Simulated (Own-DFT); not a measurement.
## Calculated data, GaP (zincblende, strained, atoms displaced)

Computed with Own-DFT development build. A calculation, not a measurement: plane-wave PBE density functional theory by an unreviewed code, no spin, of a simulated periodic cell, stress positive in tension, free energy of the whole cell less one offset for each atom, forces on such cells passed a denser k mesh, this cell's mesh not checked; offsets are fitted by least squares, one for each functional and potential file, so energies compare only between cells with the same atoms and settings and are not formation energies; the far tail of each file's local potential was reset to the Coulomb form; each entry is a single point on an unrelaxed cell, so the pressure reflects the starting lattice, mostly measured values (interpolated for alloys), from which strain is counted, and rises with the displacements; printed positions are rounded, which can move forces by about a meV/angstrom; the program, named Own-DFT, is a retired in-house code; no spin-orbit coupling.

Settings shared by all entries: functional PBE; potential files PseudoDojo norm-conserving, scalar-relativistic, standard set; wave cutoff 42 hartree; occupations Fermi-Dirac; smearing width 0.1 eV; hardware one NVIDIA H100; k mesh 3 x 3 x 3 centred on Gamma.

(1) GaP (zincblende, strained, atoms displaced)

```
GaP
1.0
     10.8620     0.0000     0.0000
      0.0000    10.8620     0.0000
      0.0000     0.0000    10.9361
Ga P Ga P Ga P Ga P Ga P Ga P Ga P Ga P
4 4 4 4 4 4 4 4 4 4 4 4 4 4 4 4
Direct
  0.99313 0.98905 0.99707
  0.00328 0.24374 0.24421
  0.26528 0.00275 0.25296
  0.24697 0.24584 0.00691
  0.12152 0.12182 0.12851
  0.12774 0.37358 0.36750
  0.38796 0.12718 0.36230
  0.37976 0.37609 0.12476
  0.00792 0.99238 0.48519
  0.99961 0.25716 0.74973
  0.24663 0.99281 0.75397
  0.25116 0.24444 0.48781
  0.13961 0.13124 0.63006
  0.13602 0.37477 0.87865
  0.36764 0.10891 0.87188
  0.38145 0.38333 0.63272
  0.00262 0.51082 0.99620
  0.99902 0.74704 0.24935
  0.25278 0.50045 0.25460
  0.25351 0.73882 0.00427
  0.14105 0.61774 0.12215
  0.13082 0.87983 0.39127
  0.36700 0.62679 0.39069
  0.36660 0.88599 0.11826
  0.99893 0.50041 0.50969
  0.99282 0.74100 0.75420
  0.24689 0.50845 0.74302
  0.26796 0.74689 0.50443
  0.12472 0.62287 0.62753
  0.11839 0.87022 0.87133
  0.37818 0.62446 0.87719
  0.37784 0.89319 0.61890
  0.51059 0.99934 0.00411
  0.50365 0.24229 0.24700
  0.74930 0.99612 0.24119
  0.75586 0.25056 0.00330
  0.62435 0.12058 0.12696
  0.62448 0.37122 0.36136
  0.88335 0.12321 0.37359
  0.88091 0.34885 0.11904
  0.49572 0.00343 0.49956
  0.49802 0.24664 0.75629
  0.76213 0.99090 0.74799
  0.74105 0.25794 0.49695
  0.62022 0.12606 0.63108
  0.62318 0.36433 0.88754
  0.88431 0.12530 0.87226
  0.87922 0.37456 0.62114
  0.50081 0.49669 0.00058
  0.49971 0.73903 0.25201
  0.74282 0.49786 0.25058
  0.74215 0.75266 0.99678
  0.62284 0.62096 0.12250
  0.61529 0.87518 0.37389
  0.87503 0.63649 0.37330
  0.86797 0.89376 0.12581
  0.49725 0.50432 0.49510
  0.49587 0.75067 0.75530
  0.75780 0.50704 0.74936
  0.75123 0.75011 0.49109
  0.60643 0.61115 0.62161
  0.61432 0.87062 0.87644
  0.88085 0.62639 0.88112
  0.88663 0.86955 0.63244
```

| Item | Value |
| --- | --- |
| free energy of cell above offsets | -28.914 eV |
| pressure | 4.57 GPa |
| stress xx | -4.78 GPa |
| stress yy | -4.58 GPa |
| stress zz | -4.34 GPa |
| stress yz | -0.2 GPa |
| stress xz | 0.63 GPa |
| stress xy | 0.33 GPa |
| wall time | 603.7 s |

Force:
```
element  x (eV/Å)  y (eV/Å)  z (eV/Å)
     Ga     1.267     1.365    -0.344
     Ga     0.286     0.047     1.108
     Ga     -2.01    -0.124     0.014
     Ga     0.538    -0.371     -0.31
      P     0.832    -1.175    -0.518
      P    -0.842     0.164     0.705
      P    -1.039    -0.205     1.937
      P    -0.416    -0.419     0.513
     Ga    -1.543     2.278     3.047
     Ga     1.199    -0.393       0.1
     Ga    -0.551     0.027    -0.641
     Ga     0.748     0.673     0.825
      P     -1.45    -0.476    -0.683
      P    -0.971      0.69    -0.531
      P     1.181      1.52     1.397
      P    -0.481    -0.984    -1.103
     Ga     0.833    -2.304     0.887
     Ga     1.133     1.197    -0.588
     Ga     0.557    -0.504     0.082
     Ga     0.207     1.798     -0.98
      P    -2.128     0.418      1.04
      P      2.26     -2.52    -2.993
      P     1.488    -1.405    -3.118
      P     1.218     -1.91     0.211
     Ga     0.546      0.21    -1.702
     Ga     1.351     0.389    -0.387
     Ga     0.821    -1.121     1.253
     Ga    -2.457     2.159     1.894
      P    -0.154     1.239    -0.549
      P     0.534    -0.899     0.682
      P    -0.415    -0.293    -0.297
      P    -0.651    -2.338     1.517
     Ga     -1.48     0.146    -0.499
     Ga     0.244     1.275    -1.228
     Ga    -1.238     1.387     2.654
     Ga    -1.088     -1.81    -1.108
      P     0.845     0.615    -0.548
      P    -0.742     0.493      1.39
      P    -1.424     0.071     0.211
      P     0.428      3.97     0.934
     Ga     1.325     0.974    -0.647
     Ga    -0.572     0.023     0.225
     Ga     -1.02     0.797     0.471
     Ga     0.688    -1.107     0.306
      P     0.989    -0.317     -0.63
      P     0.576     0.929    -1.208
      P    -0.948    -0.127     0.024
      P    -1.163     0.034     0.463
     Ga    -0.017    -0.059    -0.296
     Ga    -0.883     0.976    -0.237
     Ga     1.714     0.086    -0.824
     Ga     0.577     0.141     0.624
      P     0.288     0.226     0.133
      P     0.926    -0.027    -0.157
      P     0.089    -2.262    -0.122
      P     1.071    -3.738    -0.974
     Ga    -0.365    -2.212    -0.559
     Ga    -0.345    -0.012    -1.367
     Ga     -1.07    -0.964     0.038
     Ga    -1.075      0.63     1.635
      P     2.788     2.279     1.325
      P     1.637     0.544    -0.577
      P    -1.796     0.221     0.009
      P    -0.851     0.087    -1.932
```

(2) GaP (zincblende, strained, atoms displaced)

```
GaP
1.0
     10.8620     0.0000     0.0000
      0.0000    10.8620     0.0000
      0.0000     0.0000    10.9361
Ga P Ga P Ga P Ga P Ga P Ga P Ga P Ga P
4 4 4 4 4 4 4 4 4 4 4 4 4 4 4 4
Direct
  0.99434 0.00526 0.00433
  0.00157 0.24606 0.26820
  0.26274 0.99443 0.26488
  0.24476 0.26052 0.00033
  0.11518 0.11965 0.12973
  0.11852 0.36685 0.38672
  0.38131 0.12844 0.35510
  0.38007 0.37259 0.11831
  0.01448 0.00382 0.50151
  0.00679 0.24443 0.74301
  0.25699 0.99194 0.74742
  0.24208 0.24762 0.49774
  0.12391 0.11687 0.62325
  0.12239 0.36722 0.88577
  0.38061 0.12756 0.88898
  0.37453 0.36898 0.63471
  0.00967 0.50987 0.01094
  0.00332 0.76038 0.24436
  0.25131 0.49257 0.24206
  0.24917 0.75556 0.98573
  0.13015 0.61208 0.10898
  0.12866 0.87493 0.37900
  0.37013 0.61542 0.36238
  0.38547 0.87978 0.11995
  0.00685 0.49870 0.49805
  0.99253 0.74892 0.74378
  0.26650 0.49377 0.74689
  0.25389 0.75142 0.48883
  0.13223 0.63004 0.62029
  0.11865 0.86758 0.88260
  0.38491 0.61931 0.86770
  0.37786 0.86530 0.63378
  0.49950 0.00315 0.00952
  0.50163 0.24925 0.24796
  0.74924 0.99076 0.24026
  0.75370 0.23951 0.00410
  0.61702 0.12894 0.13143
  0.62554 0.37371 0.37668
  0.87175 0.12703 0.38321
  0.86855 0.36314 0.12413
  0.50484 0.99674 0.50338
  0.48347 0.25368 0.74648
  0.75160 0.99036 0.74766
  0.75368 0.25632 0.49985
  0.63129 0.13456 0.62093
  0.60883 0.36519 0.87808
  0.87563 0.12708 0.88924
  0.86983 0.37167 0.62237
  0.49638 0.49513 0.99621
  0.50112 0.74875 0.26397
  0.75769 0.50072 0.24243
  0.74948 0.74590 0.98726
  0.62749 0.62453 0.12162
  0.62193 0.86758 0.37853
  0.87473 0.63596 0.36660
  0.87512 0.89001 0.12747
  0.49340 0.50129 0.48782
  0.49464 0.73877 0.75410
  0.75416 0.51157 0.75697
  0.74286 0.75640 0.49728
  0.62171 0.62021 0.62680
  0.62942 0.87701 0.87557
  0.86759 0.62064 0.87617
  0.87474 0.86955 0.60857
```

| Property | Result |
| --- | --- |
| free energy of cell above offsets | -28.306 eV |
| pressure | 4.83 GPa |
| stress xx | -5.15 GPa |
| stress yy | -5.12 GPa |
| stress zz | -4.23 GPa |
| stress yz | -0.65 GPa |
| stress xz | -0.95 GPa |
| stress xy | 0.1 GPa |
| wall time | 570.7 s |

Force:
```
element  x (eV/Å)  y (eV/Å)  z (eV/Å)
     Ga      0.94    -0.311    -0.248
     Ga    -0.787    -0.438    -1.797
     Ga    -1.373     -0.33    -2.302
     Ga     0.539    -2.214     1.265
      P     1.768     0.681     0.813
      P     1.104     1.302    -1.574
      P    -0.426    -0.086     3.477
      P    -0.533     -0.03     0.931
     Ga    -2.182    -0.787    -0.996
     Ga    -1.037     0.536     1.024
     Ga    -0.535      0.66     1.427
     Ga     1.614    -0.689     0.487
      P     1.686     0.549      1.17
      P     -0.64     1.812     -2.26
      P    -1.276     -0.28    -1.398
      P    -0.839     0.599    -3.826
     Ga     -3.85    -3.513    -2.686
     Ga     0.078    -0.676    -0.316
     Ga    -0.721    -0.881     0.022
     Ga     1.589    -1.221     1.204
      P     2.526     3.815     3.291
      P     0.074     0.144     -0.78
      P    -0.271     0.905     0.752
      P    -1.606    -1.875     1.364
     Ga    -1.283     1.115     0.652
     Ga     0.337    -0.296      0.18
     Ga    -2.459     0.865     0.929
     Ga     0.397    -0.611      0.96
      P    -0.056    -0.812     0.563
      P    -1.017     1.521     -1.63
      P    -1.784    -0.138     1.639
      P     0.104     0.375    -1.601
     Ga     1.231     0.275     -1.15
     Ga     0.428     1.673    -0.056
     Ga    -1.437     1.774     2.088
     Ga    -1.927      0.91    -0.037
      P     1.668    -1.011    -0.531
      P     0.022     0.519     -0.73
      P     0.016    -1.319    -0.438
      P     1.694     1.146     0.715
     Ga    -0.269     0.779     0.114
     Ga      2.31    -2.166     1.389
     Ga     0.435     1.179    -0.304
     Ga     -0.64    -0.413     -0.36
      P    -0.921    -0.958      0.93
      P      2.08     0.302    -0.446
      P     0.275    -0.753    -2.998
      P     1.242     1.325     1.157
     Ga     0.869      0.72      0.53
     Ga    -0.087    -0.502    -2.202
     Ga    -0.556    -0.068     0.298
     Ga    -0.277     0.814     1.682
      P    -0.511     0.138     0.171
      P     0.122     1.582    -0.562
      P     0.386    -0.833     0.557
      P     0.533    -2.773    -1.408
     Ga     0.589    -0.705     1.284
     Ga     2.015     1.306    -0.607
     Ga    -1.792    -2.652    -1.163
     Ga     0.294    -1.872     0.354
      P     0.119     0.386    -0.785
      P    -1.298    -0.178    -0.123
      P     2.661     0.667     0.616
      P     0.641     1.018     1.277
```

(3) GaP (zincblende, strained, atoms displaced)

```
GaP
1.0
     10.8620     0.0000     0.0000
      0.0000    10.8620     0.0000
      0.0000     0.0000    10.9361
Ga P Ga P Ga P Ga P Ga P Ga P Ga P Ga P
4 4 4 4 4 4 4 4 4 4 4 4 4 4 4 4
Direct
  0.01247 0.00115 0.00830
  0.99630 0.24110 0.24829
  0.25565 0.99314 0.25757
  0.24418 0.25026 0.99755
  0.12967 0.12109 0.12173
  0.11161 0.36882 0.38044
  0.35830 0.12075 0.38438
  0.38265 0.38060 0.12265
  0.00399 0.00447 0.49778
  0.99729 0.26537 0.75018
  0.24974 0.99653 0.74254
  0.25679 0.25768 0.49738
  0.12775 0.12725 0.62039
  0.10666 0.37513 0.87970
  0.37824 0.13371 0.87312
  0.36498 0.36095 0.63492
  0.00546 0.49640 0.99573
  0.01478 0.75399 0.26445
  0.25639 0.50650 0.25501
  0.26081 0.74132 0.01089
  0.13655 0.63636 0.11595
  0.11333 0.88764 0.36914
  0.36862 0.61741 0.37559
  0.37648 0.87606 0.12366
  0.98808 0.49734 0.49431
  0.99901 0.75803 0.75797
  0.24765 0.50865 0.74949
  0.24588 0.75133 0.49106
  0.13130 0.62581 0.62275
  0.11586 0.88323 0.87615
  0.36552 0.61944 0.87841
  0.37535 0.87479 0.62159
  0.49279 0.00273 0.99323
  0.49975 0.25614 0.24457
  0.74811 0.99757 0.24800
  0.74950 0.25110 0.99129
  0.62382 0.12746 0.12314
  0.61503 0.37388 0.37360
  0.87236 0.11510 0.36978
  0.87185 0.38432 0.11767
  0.49847 0.00175 0.50104
  0.51273 0.25796 0.74812
  0.76184 0.99936 0.75126
  0.74441 0.25236 0.50020
  0.62999 0.12265 0.62435
  0.61876 0.37531 0.86695
  0.87223 0.12502 0.88200
  0.87346 0.37023 0.62122
  0.50587 0.50448 0.00196
  0.50481 0.74372 0.24842
  0.74435 0.49745 0.25715
  0.75655 0.75205 0.98974
  0.61185 0.63465 0.13401
  0.63203 0.86243 0.37454
  0.88800 0.62175 0.37976
  0.87590 0.87038 0.13284
  0.50244 0.50296 0.50869
  0.50165 0.74279 0.74596
  0.75951 0.51011 0.75100
  0.75398 0.75377 0.49773
  0.63076 0.62790 0.61763
  0.62763 0.86566 0.87534
  0.87617 0.63122 0.87562
  0.86146 0.88289 0.63182
```

| Property | Result |
| --- | --- |
| free energy of cell above offsets | -29.632 eV |
| pressure | 4.47 GPa |
| stress xx | -4.32 GPa |
| stress yy | -4.71 GPa |
| stress zz | -4.38 GPa |
| stress yz | -1.92 GPa |
| stress xz | -0.36 GPa |
| stress xy | -0.02 GPa |
| wall time | 562.2 s |

Force:
```
element  x (eV/Å)  y (eV/Å)  z (eV/Å)
     Ga    -2.105    -0.348    -0.186
     Ga    -0.129     0.477    -0.539
     Ga    -0.435     0.403    -1.261
     Ga     0.614     0.475     0.124
      P     0.692     0.724     1.437
      P     1.287     0.436    -1.023
      P     2.352     0.378    -1.087
      P    -1.487    -0.275    -0.071
     Ga      -1.2     0.291      1.19
     Ga    -0.362    -2.463    -0.457
     Ga    -0.129     0.603     0.739
     Ga    -1.832    -0.313     0.048
      P      -0.3     0.626      0.59
      P      3.09    -0.185    -1.048
      P      -0.5    -0.411    -0.757
      P     1.232     2.074     0.064
     Ga    -1.158     2.171     1.562
     Ga     -1.54    -1.574    -2.327
     Ga    -1.722     -1.67    -1.393
     Ga     0.349     2.326    -1.989
      P    -2.359     -2.23     2.398
      P     2.074    -0.332     1.473
      P     1.613     1.581     1.088
      P     0.481     -0.01     0.689
     Ga     1.792    -0.786     1.869
     Ga     0.008    -0.212    -1.326
     Ga    -0.487     -1.49     0.154
     Ga     0.038     0.471     0.226
      P    -1.677     0.422    -0.205
      P     2.027    -0.795    -0.011
      P     1.724     0.422    -0.352
      P     0.061    -0.702     0.026
     Ga     0.845    -0.175     0.288
     Ga    -0.631    -1.325     0.268
     Ga    -0.456    -0.275    -0.332
     Ga    -0.534     0.483     0.695
      P    -0.032    -0.296    -0.078
      P     0.587     0.215      0.89
      P    -0.304     1.123     0.694
      P     -0.16    -0.763     0.859
     Ga     0.444     -0.31    -0.324
     Ga    -1.356    -1.792    -0.923
     Ga    -2.131     1.288     1.642
     Ga     0.249    -0.623    -0.767
      P     -0.29     0.005     0.335
      P     1.893      1.86      1.33
      P     1.248    -0.088     -0.61
      P    -0.611     1.055       0.2
     Ga    -0.266    -0.073    -0.388
     Ga    -2.377     1.856     1.961
     Ga     0.323     0.691    -0.656
     Ga    -0.524     0.143     2.137
      P      3.41    -2.228    -2.527
      P    -1.329     1.601    -0.391
      P    -1.985     1.438    -1.364
      P     0.534    -0.086    -0.692
     Ga    -1.066    -0.877    -0.176
     Ga    -0.456     0.228     0.332
     Ga    -0.829    -0.972    -0.517
     Ga     0.814    -0.537     0.336
      P     0.097     -0.25     0.762
      P    -0.833     1.334    -0.656
      P     0.902    -0.988     0.061
      P      2.81    -1.743    -2.035
```

(4) GaP (zincblende, strained, atoms displaced)

```
GaP
1.0
     10.8620     0.0000     0.0000
      0.0000    10.8620     0.0000
      0.0000     0.0000    10.9361
Ga P Ga P Ga P Ga P Ga P Ga P Ga P Ga P
4 4 4 4 4 4 4 4 4 4 4 4 4 4 4 4
Direct
  0.00210 0.00829 0.00009
  0.99775 0.24592 0.25933
  0.25726 0.01396 0.24535
  0.24825 0.24484 0.00866
  0.12701 0.12122 0.10893
  0.13625 0.37834 0.37918
  0.37477 0.12544 0.37544
  0.38231 0.37982 0.12310
  0.00717 0.00981 0.50073
  0.00610 0.24762 0.74963
  0.25746 0.98599 0.75916
  0.23938 0.24371 0.50616
  0.13106 0.12364 0.63480
  0.12993 0.37643 0.87898
  0.37259 0.12465 0.87810
  0.37697 0.37509 0.63758
  0.00521 0.49959 0.00021
  0.99832 0.73897 0.25744
  0.24357 0.50927 0.25359
  0.24299 0.74203 0.00184
  0.13534 0.61479 0.12839
  0.13213 0.87472 0.37815
  0.36607 0.61077 0.36846
  0.39202 0.88319 0.11325
  0.99600 0.48347 0.48703
  0.00239 0.74923 0.74996
  0.25222 0.50467 0.75606
  0.25604 0.76810 0.49377
  0.12179 0.63774 0.63319
  0.11955 0.86725 0.87575
  0.37393 0.62085 0.85832
  0.36175 0.88218 0.63274
  0.50635 0.00219 0.99674
  0.50041 0.24438 0.24270
  0.76412 0.01441 0.26923
  0.73385 0.24469 0.00491
  0.62244 0.12051 0.13511
  0.61730 0.38985 0.36578
  0.87531 0.11413 0.38753
  0.87241 0.36803 0.11782
  0.47676 0.00405 0.49773
  0.50678 0.25760 0.74908
  0.75919 0.99957 0.74967
  0.76023 0.25248 0.50536
  0.61799 0.12290 0.63372
  0.61657 0.36418 0.87649
  0.87107 0.12508 0.87208
  0.87701 0.36810 0.62709
  0.51046 0.49592 0.01038
  0.49298 0.74310 0.26003
  0.74062 0.49933 0.24263
  0.74285 0.75395 0.00580
  0.62080 0.62792 0.12308
  0.61880 0.86823 0.37321
  0.86737 0.62407 0.38855
  0.87628 0.88300 0.11767
  0.50129 0.49149 0.51160
  0.49185 0.74596 0.75024
  0.74063 0.49914 0.75868
  0.74158 0.75348 0.49462
  0.61474 0.61850 0.62228
  0.62174 0.87631 0.87678
  0.88869 0.61904 0.87705
  0.87187 0.87533 0.63683
```

| Quantity | Value |
| --- | --- |
| free energy of cell above offsets | -28.216 eV |
| pressure | 4.77 GPa |
| stress xx | -4.94 GPa |
| stress yy | -4.83 GPa |
| stress zz | -4.54 GPa |
| stress yz | -0.35 GPa |
| stress xz | -0.78 GPa |
| stress xy | -0.58 GPa |
| wall time | 560.4 s |

Force:
```
element  x (eV/Å)  y (eV/Å)  z (eV/Å)
     Ga    -0.883    -1.286    -1.467
     Ga     0.321     0.146    -0.934
     Ga    -0.403    -1.707    -0.726
     Ga     1.248     1.567    -1.285
      P    -0.404     0.547     3.182
      P    -0.759    -1.165    -0.819
      P    -0.831     1.814    -0.501
      P    -1.559    -0.791     0.846
     Ga     0.571    -1.915     1.331
     Ga     -0.38      0.45     0.752
     Ga    -1.764     1.761      1.66
     Ga     1.698     0.667     0.152
      P    -0.219    -0.854     0.105
      P     -0.01    -0.553    -0.233
      P     0.594     0.311    -0.264
      P    -1.125    -0.369    -1.279
     Ga    -0.023    -0.755     0.459
     Ga     0.025     0.795    -0.444
     Ga     0.856    -2.553    -0.671
     Ga     1.556     0.828    -0.606
      P    -2.325     1.335    -0.701
      P    -1.272     1.382    -1.714
      P     1.644     2.019     2.721
      P     -2.22    -1.727     1.805
     Ga    -0.129     1.534     1.858
     Ga    -1.062     0.298     0.411
     Ga    -1.662    -0.795    -1.429
     Ga    -0.018    -2.447     0.966
      P     1.194    -1.864     -2.24
      P     0.284      0.84     0.781
      P      0.77     0.531     3.647
      P     2.535    -1.552    -1.661
     Ga     0.174      0.82    -0.504
     Ga    -0.397     1.297     1.052
     Ga    -2.548    -3.024    -3.042
     Ga     1.153     -0.23    -0.335
      P     0.981    -0.668    -0.264
      P     0.319    -2.261     1.037
      P      1.43     2.998     0.929
      P       0.1     0.382     0.923
     Ga     2.195    -1.071     1.306
     Ga    -1.474    -1.668    -0.105
     Ga    -1.692     0.162     0.511
     Ga    -2.101    -0.331    -0.461
      P     0.673    -0.221    -1.433
      P     1.234     1.609     1.055
      P     0.397     0.734      0.81
      P     0.249     1.116     0.616
     Ga    -0.811     0.429    -1.855
     Ga    -0.215     0.256      -1.3
     Ga     1.389     0.477    -0.098
     Ga     0.899    -0.145    -0.814
      P     0.296     0.462     0.672
      P      -0.1     1.635     0.292
      P     0.312      -0.7    -1.638
      P    -0.029    -0.482     1.697
     Ga    -1.163    -0.197    -1.233
     Ga     0.872     1.083    -0.609
     Ga     0.817    -0.048    -0.278
     Ga     0.221    -0.026     1.727
      P     1.323     1.363     0.831
      P     0.586    -0.431    -1.058
      P    -2.047      0.79    -0.003
      P     0.708      -0.6    -2.128
```
